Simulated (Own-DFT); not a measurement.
## Calculated data, GaN (wurtzite, atoms displaced)

All values are calculated (Own-DFT development build). A calculation, not a measurement: plane-wave PBE density functional theory by an unreviewed code, no spin, of a simulated periodic cell, stress positive in tension, free energy of the whole cell less one offset for each atom, forces on such cells passed a denser k mesh, this cell's mesh not checked; offsets are fitted by least squares, one for each functional and potential file, so energies compare only between cells with the same atoms and settings and are not formation energies; the far tail of each file's local potential was reset to the Coulomb form; each entry is a single point on an unrelaxed cell, so the pressure reflects the starting lattice, mostly measured values (interpolated for alloys), from which strain is counted, and rises with the displacements; printed positions are rounded, which can move forces by about a meV/angstrom; the program, named Own-DFT, is a retired in-house code; no spin-orbit coupling.

Settings shared by all entries: functional PBE; potential files PseudoDojo norm-conserving, scalar-relativistic, standard set; wave cutoff 42 hartree; occupations Fermi-Dirac; smearing width 0.1 eV; hardware one NVIDIA H200; k mesh 3 x 4 x 3 centred on Gamma.

(1) GaN (wurtzite, atoms displaced)

```
GaN
1.0
     12.7560     0.0000     0.0000
     -4.7835     8.2853     0.0000
      0.0000     0.0000    10.3700
Ga N Ga N Ga N Ga N Ga N Ga N Ga N Ga N Ga N Ga N Ga N Ga N Ga N Ga N Ga N Ga N Ga N Ga N Ga N Ga N Ga N Ga N Ga N Ga N
2 2 2 2 2 2 2 2 2 2 2 2 2 2 2 2 2 2 2 2 2 2 2 2 2 2 2 2 2 2 2 2 2 2 2 2 2 2 2 2 2 2 2 2 2 2 2 2
Direct
  0.08637 0.22645 0.99869
  0.16861 0.10986 0.24501
  0.08423 0.22481 0.19117
  0.16619 0.10775 0.43233
  0.08519 0.22213 0.49699
  0.16480 0.11039 0.74890
  0.08139 0.22146 0.68964
  0.16584 0.11036 0.93734
  0.08489 0.55620 0.99878
  0.16582 0.44447 0.24757
  0.08493 0.55445 0.18729
  0.16430 0.44199 0.43755
  0.08437 0.55781 0.50067
  0.16584 0.44071 0.74884
  0.08374 0.55597 0.68905
  0.16834 0.44877 0.93824
  0.08742 0.89294 0.00168
  0.16792 0.77752 0.25011
  0.08264 0.88405 0.18922
  0.16812 0.78049 0.44197
  0.08448 0.88872 0.49955
  0.16465 0.77966 0.74771
  0.08342 0.88781 0.69068
  0.16545 0.77683 0.93900
  0.33399 0.22195 0.00315
  0.41694 0.11319 0.24813
  0.33281 0.21940 0.18834
  0.41554 0.11258 0.43756
  0.33301 0.22085 0.49916
  0.41278 0.10748 0.74937
  0.33387 0.22292 0.68843
  0.41975 0.11168 0.93798
  0.33481 0.55761 0.00227
  0.41627 0.44440 0.24863
  0.33398 0.55743 0.18689
  0.41489 0.44090 0.43779
  0.33450 0.55691 0.50266
  0.41928 0.44534 0.75376
  0.33293 0.55522 0.68597
  0.41487 0.44353 0.93657
  0.33249 0.89145 0.00170
  0.41791 0.78143 0.25059
  0.33333 0.88915 0.18928
  0.41693 0.77839 0.43345
  0.33143 0.88641 0.50213
  0.41628 0.77765 0.74926
  0.33300 0.88910 0.68742
  0.41951 0.78164 0.93562
  0.58307 0.22341 0.00065
  0.66646 0.11589 0.24905
  0.58229 0.22344 0.18611
  0.66745 0.11044 0.43848
  0.58253 0.22081 0.50067
  0.66304 0.10767 0.74763
  0.58467 0.22131 0.68824
  0.66668 0.11341 0.94073
  0.58099 0.55442 0.99814
  0.66739 0.44539 0.24880
  0.58309 0.55592 0.19039
  0.66997 0.44892 0.44013
  0.58159 0.55438 0.49661
  0.66554 0.44554 0.74824
  0.58065 0.55451 0.68596
  0.66380 0.44179 0.93957
  0.58520 0.89133 0.99840
  0.66237 0.77630 0.25161
  0.58431 0.89070 0.19036
  0.66440 0.77893 0.43385
  0.58197 0.89041 0.49661
  0.66642 0.77851 0.74927
  0.58725 0.89437 0.68822
  0.66714 0.77784 0.93568
  0.83448 0.22641 0.00214
  0.91335 0.10976 0.24955
  0.82885 0.22110 0.18860
  0.91601 0.11222 0.43688
  0.83550 0.22517 0.50074
  0.91638 0.10900 0.75433
  0.83473 0.22519 0.69062
  0.91595 0.11216 0.93734
  0.83611 0.55747 0.99932
  0.91548 0.44455 0.24958
  0.83056 0.55351 0.18727
  0.91704 0.44437 0.43652
  0.83198 0.55605 0.49928
  0.91679 0.44579 0.75280
  0.83054 0.55397 0.68598
  0.91558 0.44388 0.93794
  0.83330 0.88517 0.00077
  0.91748 0.77484 0.24678
  0.83308 0.89000 0.18339
  0.91313 0.77559 0.43780
  0.83397 0.89081 0.49512
  0.91520 0.77540 0.74647
  0.82997 0.88562 0.68836
  0.91689 0.77652 0.93865
```

* free energy of cell above offsets: 18.921 eV
* pressure: 5.91 GPa
* stress xx: -5.44 GPa
* stress yy: -5.8 GPa
* stress zz: -6.5 GPa
* stress yz: 0.11 GPa
* stress xz: 0.07 GPa
* stress xy: 0.27 GPa
* wall time: 1087 s

Force:
| element | x (eV/Å) | y (eV/Å) | z (eV/Å) |
| --- | --- | --- | --- |
| Ga | -0.537 | -0.364 | 0.334 |
| Ga | -0.836 | -0.144 | 0.427 |
| N | 0.017 | -0.641 | -0.707 |
| N | -0.028 | 0.222 | 0.691 |
| Ga | -0.285 | -0.276 | 0.152 |
| Ga | 0.293 | 0.232 | 0.033 |
| N | 0.349 | -0.281 | -0.534 |
| N | 0.312 | 0.406 | 0.263 |
| Ga | -0.411 | 0.005 | 0.074 |
| Ga | 0.404 | 0.094 | 0.544 |
| N | -0.699 | 0.241 | 0.05 |
| N | 0.401 | 0.622 | 0.068 |
| Ga | -0.088 | -0.477 | -0.045 |
| Ga | -0.128 | 0.625 | 0.085 |
| N | -0.066 | 0.035 | 0.046 |
| N | 0.325 | -0.332 | -0.192 |
| Ga | -0.595 | -0.718 | -0.355 |
| Ga | 0.029 | -0.278 | 0.284 |
| N | 0.114 | 0.479 | -0.169 |
| N | -0.098 | -0.485 | -0.689 |
| Ga | -0.715 | 0.01 | -0.01 |
| Ga | 0.772 | -0.534 | 0.577 |
| N | -0.56 | 0.323 | -0.69 |
| N | 0.229 | 0.365 | -0.269 |
| Ga | 0.059 | -0.082 | -0.913 |
| Ga | 0.352 | -0.323 | 0.504 |
| N | -0.047 | 0.551 | -0.176 |
| N | 0.477 | -0.42 | -0.04 |
| Ga | -0.286 | 0.016 | 0.14 |
| Ga | 0.624 | 0.631 | 0.057 |
| N | -0.353 | -0.13 | 0.001 |
| N | -0.936 | -0.087 | 0.051 |
| Ga | -0.13 | 0.372 | -0.625 |
| Ga | -0.133 | 0.046 | 0.27 |
| N | 0.055 | -0.05 | 0.399 |
| N | -0.198 | 0.343 | -0.191 |
| Ga | -0.191 | -0.315 | -0.932 |
| Ga | -0.601 | -0.203 | -0.963 |
| N | 0.201 | -0.006 | 0.724 |
| N | 0.006 | -0.087 | 0.797 |
| Ga | 0.502 | -0.376 | -0.423 |
| Ga | 0.163 | -0.298 | -0.635 |
| N | -0.082 | 0.194 | -0.099 |
| N | -0.354 | -0.153 | 1.101 |
| Ga | 0.511 | 0.592 | -0.525 |
| Ga | 0.254 | 0.102 | -0.073 |
| N | -0.058 | -0.292 | 0.215 |
| N | -0.407 | -0.34 | 0.508 |
| Ga | 0.382 | -0.112 | -0.358 |
| Ga | -0.124 | -0.65 | 0.281 |
| N | -0.08 | 0.095 | 0.525 |
| N | -0.251 | 0.513 | -0.163 |
| Ga | 0.086 | 0.295 | -0.162 |
| Ga | 0.732 | 1.083 | 0.789 |
| N | -0.889 | 0.073 | 0.003 |
| N | 0.221 | -0.013 | -0.434 |
| Ga | 0.372 | 0.295 | 0.336 |
| Ga | -0.356 | -0.11 | 0.385 |
| N | -0.125 | -0.205 | -0.552 |
| N | -0.628 | -0.878 | -0.567 |
| Ga | 0.082 | 0.255 | 0.197 |
| Ga | 0.005 | -0.33 | 0.278 |
| N | 0.292 | 0.301 | 0.048 |
| N | 0.318 | 0.669 | -0.348 |
| Ga | 0.047 | 0.027 | 0.322 |
| Ga | 0.686 | 0.351 | -0.806 |
| N | -0.344 | 0.156 | -0.547 |
| N | 0.308 | -0.169 | 0.985 |
| Ga | 0.342 | -0.062 | 0.412 |
| Ga | -0.098 | -0.234 | -0.183 |
| N | -0.59 | -1.251 | -0.572 |
| N | -0.13 | -0.176 | 0.405 |
| Ga | -0.1 | -0.72 | -0.453 |
| Ga | 0.301 | 0.139 | -0.259 |
| N | 0.761 | 0.481 | 0.016 |
| N | 0.274 | 0.007 | 0.101 |
| Ga | -0.187 | -0.222 | 0.333 |
| Ga | -0.586 | 0 | -0.83 |
| N | -0.013 | -0.389 | -0.196 |
| N | 0.348 | -0.017 | 0.888 |
| Ga | -0.697 | -0.337 | -0.123 |
| Ga | 0.299 | -0.02 | -0.057 |
| N | 0.542 | 0.171 | -0.071 |
| N | -0.109 | 0.425 | 0.209 |
| Ga | 0.597 | -0.079 | 0.041 |
| Ga | -0.118 | -0.164 | -0.649 |
| N | 0.452 | 0.1 | 0.394 |
| N | 0.391 | 0.416 | 0.371 |
| Ga | -0.244 | 0.484 | -0.674 |
| Ga | -0.811 | 0.314 | 0.365 |
| N | 0.061 | -0.426 | 1.134 |
| N | 0.762 | 0.419 | -0.263 |
| Ga | -0.466 | -0.201 | 0.6 |
| Ga | -0.246 | 0.092 | 0.476 |
| N | 0.554 | 0.471 | -0.473 |
| N | 0.352 | 0.318 | -0.296 |

(2) GaN (wurtzite, atoms displaced)

```
GaN
1.0
     12.7560     0.0000     0.0000
     -4.7835     8.2853     0.0000
      0.0000     0.0000    10.3700
Ga N Ga N Ga N Ga N Ga N Ga N Ga N Ga N Ga N Ga N Ga N Ga N Ga N Ga N Ga N Ga N Ga N Ga N Ga N Ga N Ga N Ga N Ga N Ga N
2 2 2 2 2 2 2 2 2 2 2 2 2 2 2 2 2 2 2 2 2 2 2 2 2 2 2 2 2 2 2 2 2 2 2 2 2 2 2 2 2 2 2 2 2 2 2 2
Direct
  0.08345 0.22242 0.99948
  0.16497 0.10994 0.25032
  0.08260 0.21819 0.18817
  0.16667 0.11333 0.43699
  0.08121 0.22201 0.49710
  0.16741 0.11502 0.74966
  0.08531 0.22171 0.68947
  0.16382 0.10729 0.94075
  0.08439 0.55846 0.00057
  0.16348 0.44198 0.25094
  0.08313 0.55738 0.18946
  0.16631 0.44476 0.43695
  0.08688 0.55983 0.49713
  0.16704 0.44643 0.75301
  0.08024 0.55466 0.69243
  0.16795 0.44165 0.93671
  0.08346 0.88886 0.99976
  0.16753 0.77456 0.24996
  0.08381 0.88840 0.18919
  0.16681 0.77745 0.44117
  0.08235 0.89315 0.50106
  0.16519 0.77680 0.74955
  0.08255 0.88726 0.69258
  0.16970 0.77961 0.93777
  0.33191 0.22133 0.00224
  0.41439 0.11063 0.25203
  0.33669 0.22169 0.18773
  0.41594 0.11004 0.43668
  0.33232 0.22104 0.50100
  0.41671 0.11223 0.75003
  0.33312 0.22069 0.68937
  0.42150 0.11688 0.93913
  0.33471 0.56113 0.00037
  0.41377 0.44235 0.24902
  0.33346 0.55876 0.18562
  0.41586 0.44671 0.43883
  0.33528 0.56017 0.49984
  0.41982 0.44492 0.74837
  0.33013 0.55314 0.68958
  0.41657 0.44504 0.94048
  0.33353 0.88873 0.99830
  0.41659 0.77652 0.25136
  0.33374 0.89154 0.18936
  0.41861 0.78049 0.43842
  0.33504 0.89028 0.49965
  0.41715 0.77653 0.75035
  0.33336 0.89157 0.69125
  0.41624 0.77496 0.93899
  0.58349 0.21683 0.00020
  0.66621 0.10793 0.25175
  0.58435 0.22334 0.18810
  0.66793 0.11109 0.43679
  0.57933 0.22093 0.49943
  0.66642 0.11376 0.74816
  0.58398 0.22105 0.69165
  0.66474 0.11114 0.93710
  0.58407 0.55334 0.99974
  0.66540 0.44389 0.25012
  0.58337 0.55504 0.19147
  0.66908 0.44330 0.43923
  0.58442 0.55695 0.49963
  0.66666 0.44438 0.75523
  0.58155 0.55213 0.68342
  0.66577 0.44111 0.93794
  0.58235 0.89031 0.99824
  0.66659 0.77936 0.25239
  0.58447 0.88847 0.18581
  0.66622 0.77769 0.43921
  0.58596 0.89414 0.49967
  0.66545 0.77692 0.74989
  0.58547 0.89101 0.68781
  0.66471 0.77572 0.93787
  0.83421 0.22247 0.00260
  0.91678 0.11169 0.24895
  0.83393 0.22458 0.18761
  0.91524 0.10841 0.43745
  0.83349 0.22138 0.49797
  0.91443 0.10989 0.74886
  0.83349 0.22420 0.69230
  0.91361 0.11137 0.94221
  0.83224 0.55426 0.99966
  0.91896 0.44599 0.25166
  0.83458 0.55787 0.19189
  0.91453 0.44371 0.43350
  0.83308 0.55351 0.49568
  0.92200 0.44590 0.75022
  0.83455 0.55501 0.68742
  0.91681 0.44317 0.93870
  0.83157 0.89218 0.00174
  0.91759 0.77852 0.25171
  0.83157 0.88871 0.18560
  0.91876 0.77959 0.43569
  0.83539 0.88925 0.50243
  0.91612 0.77605 0.75329
  0.83632 0.89036 0.68784
  0.91488 0.77781 0.93877
```

- free energy of cell above offsets: 18.990 eV
- pressure: 5.94 GPa
- stress xx: -5.39 GPa
- stress yy: -5.97 GPa
- stress zz: -6.45 GPa
- stress yz: 0.16 GPa
- stress xz: -0.08 GPa
- stress xy: 0.04 GPa
- wall time: 1161 s

Force:
| element | x (eV/Å) | y (eV/Å) | z (eV/Å) |
| --- | --- | --- | --- |
| Ga | -0.175 | -0.258 | -0.015 |
| Ga | 0.682 | -0.061 | -0.307 |
| N | -0.206 | 0.636 | 0.033 |
| N | 0.063 | -0.072 | 0.269 |
| Ga | 0.259 | 0.189 | 0.649 |
| Ga | 0.259 | -0.736 | 0.435 |
| N | -0.903 | 0.315 | -0.423 |
| N | 0.282 | 0.581 | -0.366 |
| Ga | 0.134 | -0.432 | -0.194 |
| Ga | 0.497 | 0.183 | -0.533 |
| N | 0.406 | -0.406 | -0.296 |
| N | 0.136 | 0.092 | 0.264 |
| Ga | -0.707 | -0.755 | 0.72 |
| Ga | -0.152 | -0.431 | -0.582 |
| N | 1.371 | 0.433 | -1.132 |
| N | -0.496 | 0.511 | 0.791 |
| Ga | -0.167 | -0.414 | 0.166 |
| Ga | -0.359 | 0.78 | 0.246 |
| N | 0.173 | -0.082 | -0.042 |
| N | -0.094 | 0.654 | -0.341 |
| Ga | 0.506 | -0.451 | 0.303 |
| Ga | 0.228 | 0.249 | 0.036 |
| N | -0.12 | 0.527 | -0.599 |
| N | -0.458 | -0.219 | 0.131 |
| Ga | 0.26 | 0.112 | -0.515 |
| Ga | 0.847 | 0.134 | -0.638 |
| N | -1.15 | 0.029 | 0.374 |
| N | -0.287 | 0.143 | 0.511 |
| Ga | -0.074 | 0.416 | -0.103 |
| Ga | 0.211 | -0.023 | 0.422 |
| N | -0.039 | 0.27 | -0.214 |
| N | -0.826 | -0.854 | -0.118 |
| Ga | 0.272 | -1.063 | -0.188 |
| Ga | 0.281 | 0.39 | 0.048 |
| N | -0.221 | -0.586 | 0.677 |
| N | 0.225 | -0.366 | -0.072 |
| Ga | -0.116 | -0.476 | 0.23 |
| Ga | -0.787 | -0.176 | 0.494 |
| N | 0.6 | 0.401 | -0.282 |
| N | -0.003 | -0.071 | -0.385 |
| Ga | 0.224 | 0.606 | 0.258 |
| Ga | -0.014 | 0.475 | -0.419 |
| N | 0.283 | -0.477 | -0.187 |
| N | -0.025 | 0.032 | 0.099 |
| Ga | -0.272 | -0.192 | 0.454 |
| Ga | -0.177 | 0.205 | -0.171 |
| N | 0.315 | -0.488 | -0.471 |
| N | -0.24 | 0.812 | -0.349 |
| Ga | -0.299 | 0.727 | 0.393 |
| Ga | -0.2 | 0.516 | -0.67 |
| N | -0.031 | -0.467 | 0.319 |
| N | -0.447 | 0.273 | 0.442 |
| Ga | 0.849 | 0.32 | 0.364 |
| Ga | 0.418 | -0.256 | 0.438 |
| N | -0.617 | 0.347 | -0.832 |
| N | 0.844 | -0.169 | -0.007 |
| Ga | -0.295 | 0.084 | 0.459 |
| Ga | 0.383 | 0.016 | 0.021 |
| N | -0.292 | 0.146 | -0.362 |
| N | -0.891 | -0.116 | -0.145 |
| Ga | 0.089 | -0.327 | -0.584 |
| Ga | 0.38 | 0.07 | -1.182 |
| N | 0.433 | 0.494 | 0.911 |
| N | 0.05 | 0.164 | 0.593 |
| Ga | 0.38 | -0.169 | 0.051 |
| Ga | 0.206 | -0.34 | -0.384 |
| N | -0.386 | -0.039 | 0.364 |
| N | 0.245 | 0.335 | 0.172 |
| Ga | 0.132 | -0.582 | 0.164 |
| Ga | 0.393 | -0.026 | -0.157 |
| N | -0.296 | -0.203 | 0.033 |
| N | 0.05 | 0.111 | -0.086 |
| Ga | -0.653 | 0.106 | -0.412 |
| Ga | -0.252 | -0.332 | -0.166 |
| N | 0.092 | -0.194 | 0.515 |
| N | 0.005 | 0.271 | 0 |
| Ga | -0.076 | 0.352 | 0.536 |
| Ga | 0.405 | 0.302 | 0.507 |
| N | 0.195 | -0.189 | -0.957 |
| N | 0.678 | 0.098 | -0.771 |
| Ga | 0.168 | 0.163 | 0.399 |
| Ga | -0.685 | -0.141 | -0.801 |
| N | -0.061 | -0.303 | -0.556 |
| N | 0.919 | -0.008 | 1.121 |
| Ga | 0.102 | 0.435 | 0.808 |
| Ga | -1.601 | -0.372 | 0.304 |
| N | -0.173 | -0.102 | 0.032 |
| N | 0.044 | 0.32 | 0.196 |
| Ga | 0.271 | -0.597 | -0.439 |
| Ga | -0.267 | 0.137 | -0.742 |
| N | 0.277 | 0.078 | 0.857 |
| N | -0.29 | -0.148 | 0.681 |
| Ga | -0.251 | -0.386 | -0.415 |
| Ga | 0.027 | -0.125 | -0.395 |
| N | -0.5 | -0.393 | 0.307 |
| N | 0.08 | 0.029 | 0.398 |

(3) GaN (wurtzite, atoms displaced)

```
GaN
1.0
     12.7560     0.0000     0.0000
     -4.7835     8.2853     0.0000
      0.0000     0.0000    10.3700
Ga N Ga N Ga N Ga N Ga N Ga N Ga N Ga N Ga N Ga N Ga N Ga N Ga N Ga N Ga N Ga N Ga N Ga N Ga N Ga N Ga N Ga N Ga N Ga N
2 2 2 2 2 2 2 2 2 2 2 2 2 2 2 2 2 2 2 2 2 2 2 2 2 2 2 2 2 2 2 2 2 2 2 2 2 2 2 2 2 2 2 2 2 2 2 2
Direct
  0.08414 0.22331 0.00080
  0.16822 0.11361 0.25368
  0.08568 0.22688 0.18826
  0.16988 0.11242 0.43809
  0.08350 0.21996 0.49778
  0.16881 0.11182 0.74723
  0.08359 0.22476 0.68653
  0.16284 0.10994 0.93696
  0.08237 0.55349 0.00013
  0.16591 0.44192 0.24849
  0.08257 0.55420 0.19053
  0.16690 0.44465 0.43688
  0.08531 0.55315 0.50078
  0.16697 0.44080 0.74726
  0.08295 0.55640 0.69149
  0.16706 0.44312 0.94000
  0.08253 0.88888 0.00128
  0.16188 0.77535 0.24988
  0.08472 0.88739 0.18695
  0.16482 0.77734 0.43762
  0.08282 0.89057 0.50012
  0.16671 0.78066 0.74909
  0.08403 0.88972 0.69341
  0.16783 0.77961 0.94035
  0.33344 0.22120 0.00122
  0.41507 0.10609 0.25143
  0.33597 0.22618 0.18713
  0.41803 0.10999 0.43639
  0.33283 0.21930 0.49922
  0.41834 0.11405 0.74861
  0.33376 0.22452 0.68963
  0.41618 0.10882 0.94016
  0.33317 0.55646 0.00140
  0.41676 0.44536 0.25118
  0.33229 0.55347 0.18951
  0.41303 0.44327 0.43882
  0.33416 0.55641 0.49589
  0.41816 0.44571 0.75005
  0.33239 0.56154 0.68978
  0.41516 0.44641 0.93875
  0.33184 0.88617 0.00105
  0.41815 0.77948 0.25124
  0.33329 0.89265 0.18749
  0.41755 0.77440 0.43971
  0.33573 0.88833 0.49915
  0.41651 0.77712 0.74898
  0.33617 0.89005 0.68910
  0.41753 0.77425 0.93878
  0.58113 0.21825 0.00160
  0.66769 0.11155 0.24747
  0.58607 0.22084 0.18690
  0.66888 0.11338 0.43985
  0.58136 0.22117 0.50011
  0.66539 0.11048 0.75017
  0.58346 0.22441 0.68811
  0.66909 0.11258 0.93955
  0.58104 0.56105 0.99908
  0.66719 0.44435 0.24785
  0.58206 0.55046 0.18761
  0.66966 0.44725 0.43964
  0.58506 0.55649 0.50273
  0.66617 0.44443 0.75029
  0.58325 0.55454 0.69247
  0.66680 0.44498 0.94153
  0.58519 0.88912 0.00397
  0.66790 0.77954 0.24792
  0.58664 0.89263 0.18730
  0.66228 0.77592 0.43825
  0.58121 0.88938 0.50166
  0.67051 0.77890 0.74905
  0.58541 0.88956 0.68783
  0.66269 0.77560 0.93649
  0.83356 0.22069 0.00277
  0.91641 0.11114 0.25166
  0.83217 0.22154 0.18827
  0.91664 0.10963 0.43659
  0.82968 0.22020 0.49966
  0.91566 0.11251 0.75106
  0.83539 0.22078 0.68785
  0.91671 0.10974 0.93865
  0.83285 0.55105 0.00170
  0.91612 0.44319 0.24660
  0.83449 0.55614 0.18869
  0.91871 0.44508 0.44179
  0.83537 0.55865 0.49677
  0.91906 0.44851 0.75050
  0.83479 0.55755 0.68927
  0.91733 0.44380 0.93458
  0.83462 0.89110 0.00079
  0.91720 0.77758 0.25268
  0.83424 0.89034 0.18722
  0.91668 0.77978 0.43994
  0.83630 0.89193 0.49769
  0.91677 0.77951 0.75024
  0.83222 0.88704 0.68758
  0.91385 0.77338 0.94085
```

* free energy of cell above offsets: 19.025 eV
* pressure: 5.93 GPa
* stress xx: -5.63 GPa
* stress yy: -6.11 GPa
* stress zz: -6.07 GPa
* stress yz: -0.1 GPa
* stress xz: -0.08 GPa
* stress xy: 0.06 GPa
* wall time: 1102 s

Force:
| element | x (eV/Å) | y (eV/Å) | z (eV/Å) |
| --- | --- | --- | --- |
| Ga | -0.042 | -0.114 | -0.189 |
| Ga | 0.179 | -0.159 | -1.113 |
| N | -0.118 | -1.137 | 0.217 |
| N | -0.514 | -0.377 | 0.295 |
| Ga | -0.246 | 0.514 | 0.235 |
| Ga | -0.643 | 0.189 | 0.627 |
| N | 0.222 | -0.848 | -0.141 |
| N | 0.729 | 0.124 | 0.108 |
| Ga | 0.17 | 0.286 | -0.167 |
| Ga | -0.096 | 0.721 | 0.296 |
| N | 0.059 | -0.018 | -0.465 |
| N | 0.226 | -0.315 | 0.072 |
| Ga | -0.505 | 0.302 | 0.24 |
| Ga | -0.398 | 0.795 | 0.674 |
| N | 0.563 | 0.182 | -0.459 |
| N | -0.237 | 0.145 | -0.35 |
| Ga | -0.092 | -0.079 | -0.509 |
| Ga | 0.926 | 0.081 | 0.073 |
| N | -0.825 | 0.628 | 0.595 |
| N | 0.379 | 0.163 | 0.358 |
| Ga | 0.453 | -0.298 | 0.428 |
| Ga | 0.673 | -0.391 | 0.449 |
| N | -0.272 | 0.17 | -1.063 |
| N | -0.269 | -0.401 | -0.276 |
| Ga | -0.33 | 0.119 | -0.443 |
| Ga | 0.083 | 1.099 | -0.658 |
| N | -0.091 | -0.653 | 0.591 |
| N | -0.312 | -0.034 | 0.436 |
| Ga | 0.343 | 0.614 | 0.274 |
| Ga | -0.09 | -0.361 | 0.551 |
| N | 0.293 | -0.119 | -0.485 |
| N | -0.166 | 0.082 | -0.45 |
| Ga | -0.084 | -0.217 | -0.112 |
| Ga | 0.169 | -0.026 | -0.095 |
| N | 0.055 | 0.656 | 0.093 |
| N | 1.027 | -0.192 | 0.184 |
| Ga | -0.335 | -0.454 | 0.968 |
| Ga | -0.752 | 0.33 | 0.178 |
| N | 0.776 | -1.001 | -0.738 |
| N | 0.238 | -0.529 | -0.097 |
| Ga | 0.443 | 0.063 | -0.346 |
| Ga | -0.219 | -0.177 | -0.419 |
| N | 0.21 | -1.107 | 0.452 |
| N | -0.478 | 0.692 | -0.486 |
| Ga | -0.577 | -0.307 | 0.18 |
| Ga | 0.355 | 0.419 | 0.564 |
| N | -0.54 | 0.245 | -0.322 |
| N | -0.294 | 0.734 | 0.144 |
| Ga | 0.177 | 0.578 | -0.429 |
| Ga | -0.124 | 0.114 | 0.715 |
| N | -0.694 | 0.006 | 0.604 |
| N | -0.84 | -0.549 | -0.567 |
| Ga | 0.618 | 0.535 | -0.104 |
| Ga | 0.456 | 0.212 | 0.104 |
| N | 0.173 | -0.22 | -0.058 |
| N | -0.308 | -0.32 | -0.128 |
| Ga | 0.75 | -1.056 | 0.093 |
| Ga | 0.006 | -0.228 | 0.273 |
| N | -0.22 | 0.916 | 0.112 |
| N | -0.45 | -0.389 | -0.338 |
| Ga | -0.381 | -0.198 | -0.257 |
| Ga | 0.559 | 0.214 | 0.537 |
| N | -0.012 | 0.244 | -0.599 |
| N | -0.368 | -0.239 | -0.271 |
| Ga | -0.512 | 0.113 | -1.097 |
| Ga | 0.004 | -0.645 | 0.418 |
| N | -0.309 | -0.573 | 0.584 |
| N | 0.73 | 0.409 | -0.082 |
| Ga | 0.678 | 0.179 | -0.096 |
| Ga | -0.82 | -0.153 | 0.132 |
| N | -0.247 | -0.137 | 0.221 |
| N | 0.782 | 0.855 | 0.243 |
| Ga | 0.048 | 0.276 | -0.747 |
| Ga | 0.193 | 0.199 | -0.522 |
| N | 0.501 | 0.059 | 0.181 |
| N | -0.071 | 0.382 | 0.257 |
| Ga | 0.881 | 0.568 | 0.343 |
| Ga | 0.462 | -0.253 | -0.141 |
| N | -0.819 | 0.382 | 0.073 |
| N | -0.069 | 0.266 | 0.111 |
| Ga | -0.274 | 0.263 | -0.445 |
| Ga | 0.067 | 0.076 | 0.99 |
| N | -0.04 | 0.032 | 0.265 |
| N | -0.225 | -0.174 | -0.759 |
| Ga | 0.278 | -0.493 | 0.828 |
| Ga | -0.289 | -0.603 | -0.529 |
| N | -0.241 | -0.068 | -0.361 |
| N | -0.009 | -0.241 | 1.015 |
| Ga | -0.126 | -0.688 | -0.382 |
| Ga | 0.006 | 0.158 | -0.634 |
| N | 0.157 | -0.099 | 0.41 |
| N | 0.285 | 0.114 | -0.289 |
| Ga | -1.041 | -0.532 | 0.382 |
| Ga | 0.014 | -0.334 | 0.443 |
| N | 0.489 | 0.619 | -0.196 |
| N | 0.129 | 0.384 | -0.202 |
